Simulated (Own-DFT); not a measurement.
# Computed records: GaN (wurtzite, atoms displaced)

Computed with Own-DFT development build. A calculation, not a measurement: plane-wave PBE density functional theory by an unreviewed code, no spin, of a simulated periodic cell, stress positive in tension, free energy of the whole cell less one offset for each atom, forces on such cells passed a denser k mesh, this cell's mesh not checked; offsets are fitted by least squares, one for each functional and potential file, so energies compare only between cells with the same atoms and settings and are not formation energies; the far tail of each file's local potential was reset to the Coulomb form; each entry is a single point on an unrelaxed cell, so the pressure reflects the starting lattice, mostly measured values (interpolated for alloys), from which strain is counted, and rises with the displacements; printed positions are rounded, which can move forces by about a meV/angstrom; the program, named Own-DFT, is a retired in-house code; no spin-orbit coupling.

```json
{"formula": "GaN", "kind": "wurtzite, atoms displaced", "structure": {"cell_angstrom": [[12.756, 0.0, 0.0], [-4.7835, 8.2853, 0.0], [0.0, 0.0, 10.37]], "atoms_fractional": [["Ga", 0.07855, 0.21987, 0.00061], ["Ga", 0.16125, 0.11127, 0.25164], ["N", 0.07939, 0.2244, 0.19656], ["N", 0.16657, 0.1091, 0.43911], ["Ga", 0.08864, 0.23216, 0.50186], ["Ga", 0.17425, 0.11487, 0.74957], ["N", 0.07439, 0.2167, 0.69576], ["N", 0.16225, 0.10732, 0.94455], ["Ga", 0.08879, 0.55716, 0.00321], ["Ga", 0.17, 0.44515, 0.25545], ["N", 0.08404, 0.55438, 0.19619], ["N", 0.16897, 0.44831, 0.43727], ["Ga", 0.08354, 0.55696, 0.50218], ["Ga", 0.17226, 0.44797, 0.74732], ["N", 0.07968, 0.5528, 0.69689], ["N", 0.16555, 0.44492, 0.94076], ["Ga", 0.08975, 0.8888, 0.00189], ["Ga", 0.15936, 0.76578, 0.24337], ["N", 0.08799, 0.89388, 0.18856], ["N", 0.1665, 0.78055, 0.43203], ["Ga", 0.07707, 0.87752, 0.50024], ["Ga", 0.16864, 0.77588, 0.75219], ["N", 0.08056, 0.88821, 0.69286], ["N", 0.16256, 0.76919, 0.94556], ["Ga", 0.33197, 0.21151, 0.99652], ["Ga", 0.40932, 0.10731, 0.25102], ["N", 0.32531, 0.22425, 0.19331], ["N", 0.40905, 0.11061, 0.43952], ["Ga", 0.33795, 0.22236, 0.49625], ["Ga", 0.41692, 0.1152, 0.74728], ["N", 0.32427, 0.21408, 0.68047], ["N", 0.41423, 0.11041, 0.94522], ["Ga", 0.3269, 0.54798, 0.99307], ["Ga", 0.42275, 0.43232, 0.25215], ["N", 0.33812, 0.56419, 0.19019], ["N", 0.42217, 0.44752, 0.43554], ["Ga", 0.32874, 0.54856, 0.49382], ["Ga", 0.41657, 0.44976, 0.75629], ["N", 0.3262, 0.54265, 0.68654], ["N", 0.41672, 0.44486, 0.94419], ["Ga", 0.33349, 0.89111, 0.00842], ["Ga", 0.41177, 0.76586, 0.24242], ["N", 0.33111, 0.88702, 0.18358], ["N", 0.41634, 0.77377, 0.43844], ["Ga", 0.3366, 0.893, 0.49734], ["Ga", 0.42214, 0.78462, 0.75562], ["N", 0.34016, 0.89928, 0.68791], ["N", 0.42031, 0.7791, 0.93811], ["Ga", 0.59064, 0.22481, 0.99036], ["Ga", 0.66413, 0.10243, 0.24801], ["N", 0.57459, 0.21462, 0.18219], ["N", 0.6677, 0.10445, 0.43751], ["Ga", 0.58148, 0.22262, 0.49497], ["Ga", 0.66242, 0.11272, 0.73796], ["N", 0.57242, 0.20791, 0.69407], ["N", 0.66812, 0.1117, 0.9377], ["Ga", 0.58166, 0.55311, 0.9952], ["Ga", 0.66826, 0.44428, 0.23719], ["N", 0.58659, 0.55996, 0.18617], ["N", 0.66923, 0.4529, 0.43602], ["Ga", 0.57803, 0.55858, 0.50037], ["Ga", 0.66643, 0.44767, 0.74996], ["N", 0.59187, 0.55805, 0.68327], ["N", 0.66535, 0.43279, 0.93801], ["Ga", 0.58246, 0.88494, 0.9896], ["Ga", 0.66102, 0.78179, 0.24723], ["N", 0.57749, 0.88962, 0.1902], ["N", 0.66818, 0.78102, 0.43726], ["Ga", 0.57875, 0.88243, 0.49889], ["Ga", 0.66223, 0.77775, 0.74845], ["N", 0.58554, 0.89427, 0.68603], ["N", 0.67062, 0.77951, 0.93777], ["Ga", 0.84158, 0.22895, 0.99387], ["Ga", 0.92142, 0.11699, 0.2458], ["N", 0.83125, 0.22069, 0.18266], ["N", 0.91611, 0.10882, 0.43294], ["Ga", 0.82988, 0.21917, 0.49426], ["Ga", 0.91029, 0.10764, 0.75539], ["N", 0.84055, 0.22583, 0.68826], ["N", 0.91839, 0.10667, 0.93545], ["Ga", 0.83608, 0.56726, 0.99802], ["Ga", 0.91388, 0.44035, 0.25647], ["N", 0.83089, 0.54972, 0.18995], ["N", 0.9181, 0.43664, 0.43672], ["Ga", 0.83827, 0.56334, 0.50621], ["Ga", 0.91366, 0.44784, 0.74233], ["N", 0.83465, 0.55702, 0.68761], ["N", 0.91351, 0.43698, 0.94043], ["Ga", 0.84185, 0.89671, 0.98916], ["Ga", 0.91795, 0.77354, 0.24568], ["N", 0.83691, 0.88994, 0.19413], ["N", 0.9238, 0.78026, 0.43689], ["Ga", 0.8289, 0.88655, 0.49673], ["Ga", 0.92311, 0.78418, 0.75251], ["N", 0.82465, 0.88982, 0.69103], ["N", 0.92109, 0.78112, 0.94947]]}, "settings": {"functional": "PBE", "potential_files": "PseudoDojo norm-conserving, scalar-relativistic, standard set with the stringent files for Ga", "wave_cutoff [hartree]": 96.0, "occupations": "Gaussian", "smearing_width [eV]": 0.01, "k_mesh": "3 x 4 x 3 centred on Gamma"}, "results": {"free_energy_of_cell_above_offsets [eV]": "-4.834", "pressure [GPa]": 7.0, "stress_xx [GPa]": -7.37, "stress_yy [GPa]": -8.34, "stress_zz [GPa]": -5.31, "stress_yz [GPa]": 0.15, "stress_xz [GPa]": 0.15, "stress_xy [GPa]": -0.85, "force_element": ["Ga", "Ga", "N", "N", "Ga", "Ga", "N", "N", "Ga", "Ga", "N", "N", "Ga", "Ga", "N", "N", "Ga", "Ga", "N", "N", "Ga", "Ga", "N", "N", "Ga", "Ga", "N", "N", "Ga", "Ga", "N", "N", "Ga", "Ga", "N", "N", "Ga", "Ga", "N", "N", "Ga", "Ga", "N", "N", "Ga", "Ga", "N", "N", "Ga", "Ga", "N", "N", "Ga", "Ga", "N", "N", "Ga", "Ga", "N", "N", "Ga", "Ga", "N", "N", "Ga", "Ga", "N", "N", "Ga", "Ga", "N", "N", "Ga", "Ga", "N", "N", "Ga", "Ga", "N", "N", "Ga", "Ga", "N", "N", "Ga", "Ga", "N", "N", "Ga", "Ga", "N", "N", "Ga", "Ga", "N", "N"], "force_x [eV/angstrom]": [0.949, 0.168, 1.511, -0.199, -0.52, -2.887, 1.538, 0.645, -1.498, 0.026, -0.202, -0.633, 0.05, -2.275, 0.971, 0.096, -0.735, 0.414, -0.349, 0.621, 1.365, -0.094, 1.443, 0.941, -1.482, 0.314, 1.069, 2.481, -2.456, -1.678, 2.216, 1.177, 0.788, -1.09, 0.136, -1.258, 1.099, 0.791, 1.551, -0.143, 0.361, -0.359, -0.138, -0.677, -0.395, -0.8, -0.484, -1.236, -0.855, -0.516, 0.607, -1.555, 0.337, 2.007, 0.908, 0.791, 0.775, -0.686, -0.224, 0.17, 2.015, 0.82, -2.169, -0.548, 0.624, 1.504, 0.535, -0.798, 0.395, 0.527, -0.326, -0.03, -1.213, -1.836, 0.171, 0.195, 1.375, 0.569, -2.081, -0.571, 0.778, 0.137, 0.894, -0.726, -0.469, 0.905, -0.826, 0.124, -1.097, -0.429, -0.686, -2.02, 1.112, -1.763, 1.754, 0.268], "force_y [eV/angstrom]": [0.471, -0.176, 0.888, 0.326, -2.092, -0.952, 0.785, 0.597, -1.341, 0.309, -1.578, -0.183, 0.292, -1.761, 0.73, -0.764, 0.12, 2.247, -0.809, -0.615, 2.199, 0.457, 0.207, 1.294, 1.315, 0.057, -1.016, -0.316, 0.47, -0.64, 2.017, -0.379, 1.095, 1.993, -3.918, -0.777, 0.925, -0.942, 2.201, -0.789, -0.324, 3.101, -0.32, 0.003, -1.102, -0.417, -1.785, -0.802, -2.067, 1.405, 0.518, 0.355, 0.436, 0.388, 2.944, -0.63, 0.443, -0.801, -0.373, -0.782, 0.399, -1.016, -0.223, 3.086, 1.206, 0.034, -0.73, -0.724, 0.385, 0.018, -1.164, -0.557, -1.767, -1.431, 0.044, 0.508, -0.432, 0.201, -0.164, 1.33, -2.453, -0.284, 0.769, 1.18, -0.891, -1.08, 0.555, 2.783, -1.505, 0.52, -0.12, -0.929, 0.807, -0.395, -0.424, 0.321], "force_z [eV/angstrom]": [0.535, 0.562, -1.79, 0.461, 0.382, 0.618, -0.7, -0.931, 0.456, -1.185, -1.172, 0.74, -0.021, 0.897, -1.315, -0.626, 0.439, 0.965, -0.095, 0.962, 0.407, 0.044, -0.444, -1.134, 1.451, -0.68, -1.152, -0.846, 0.217, 1.293, 0.885, -1.634, 1.756, -0.773, -1.275, 0.431, 0.618, -1.009, -0.388, -0.973, -2.012, 1.472, 2.195, -0.32, 0.14, -1.339, 0.105, 0.141, 1.686, -0.374, 0.616, 0.054, -0.036, 1.649, -1.821, -1.087, 0.852, 1.469, -0.438, 0.156, -0.648, -0.097, 1.053, -0.745, 1.613, -0.019, -1.296, -0.124, -0.239, 0.206, 0.035, -0.304, 0.883, 0.839, 0.506, 0.886, 0.853, -1.502, -0.678, 0.671, 0.649, -1.541, -0.74, 1.256, -1.863, 1.768, 0.783, -0.978, 2.489, 0.366, -1.288, -0.159, 0.238, 0.327, -0.396, -1.89]}}
```
